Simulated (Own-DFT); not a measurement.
# What random displacements cost in 3C SiC, 64 atoms (C32Si32)

These are calculations, not measurements. They come from Own-DFT, an in-house plane-wave density functional program, since retired, whose code no person has reviewed. Each row is one single-point run on a periodic cell that was not relaxed, without spin or spin-orbit coupling.

Settings of every run: PBE; PseudoDojo norm-conserving scalar-relativistic files; cutoff 42 hartree; 4 x 4 x 4 k mesh centred on Gamma; Fermi-Dirac smearing of 0.1 eV.

Known limits, some of them of some rows only: some atoms lie very close together; forces on such cells passed a denser k mesh, each cell not checked; stress not checked against mesh or cutoff.

Cell vectors in Å: (8.719, 0.000, 0.000); (0.000, 8.719, 0.000); (0.000, 0.000, 8.719). In each run every atom was moved at random and independently from its ideal site; u is the rms move along one axis. E is the free energy for each atom above the fitted value at u = 0, and F the rms of the force components.

| run | u (Å) | E (meV/atom) | F (eV/Å) | largest force (eV/Å) | P (GPa) |
|---|---|---|---|---|---|
| 1 | 0.0291 | 35.2 | 0.914 | 3.32 | 3.78 |
| 2 | 0.0298 | 34.0 | 0.878 | 3.32 | 3.79 |
| 3 | 0.0581 | 123.9 | 1.773 | 7.64 | 5.79 |
| 4 | 0.0598 | 142.0 | 1.827 | 6.77 | 6.51 |
| 5 | 0.0599 | 130.9 | 1.751 | 5.55 | 6.02 |
| 6 | 0.0948 | ? | ? | ? | ? |
| 7 | 0.1014 | 384.6 | 3.240 | 15.49 | 12.17 |
| 8 | 0.1022 | 458.2 | 4.046 | 15.95 | 14.61 |
| 9 | 0.1440 | 810.6 | 5.510 | 25.07 | 23.07 |

## Worked fit

For small independent moves the energy grows as E = (3/2) K u², with K the mean stiffness felt by one atom. The runs with u up to 0.11 Å give K = 26.1 ± 1.1 eV/Å², with residuals divided by u² + 0.0006 Å², since the noise grows with the moves. The scatter is 8.2 meV/atom at u = 0.05 Å. The forces follow F = G u with G = 32.0 eV/Å²; no force at u = 0 is resolved. G exceeds K because the moves of its neighbours add to the force on an atom, and stiffness differs between atoms. At u = 0.144 Å the parabola gives 811 meV/atom and the run 811. The pressure follows P = 2.68 + 1027 u² GPa: at fixed volume, shortened bonds push harder than stretched ones pull.

## Withheld run

Question: what energy and rms force should run 6 give?

The fit gives 352 ± 29 meV/atom and about 3.03 eV/Å. The calculation gave 303.6 meV/atom and 2.545 eV/Å. This run lies off the fit, by chance or by something that the fit leaves out.
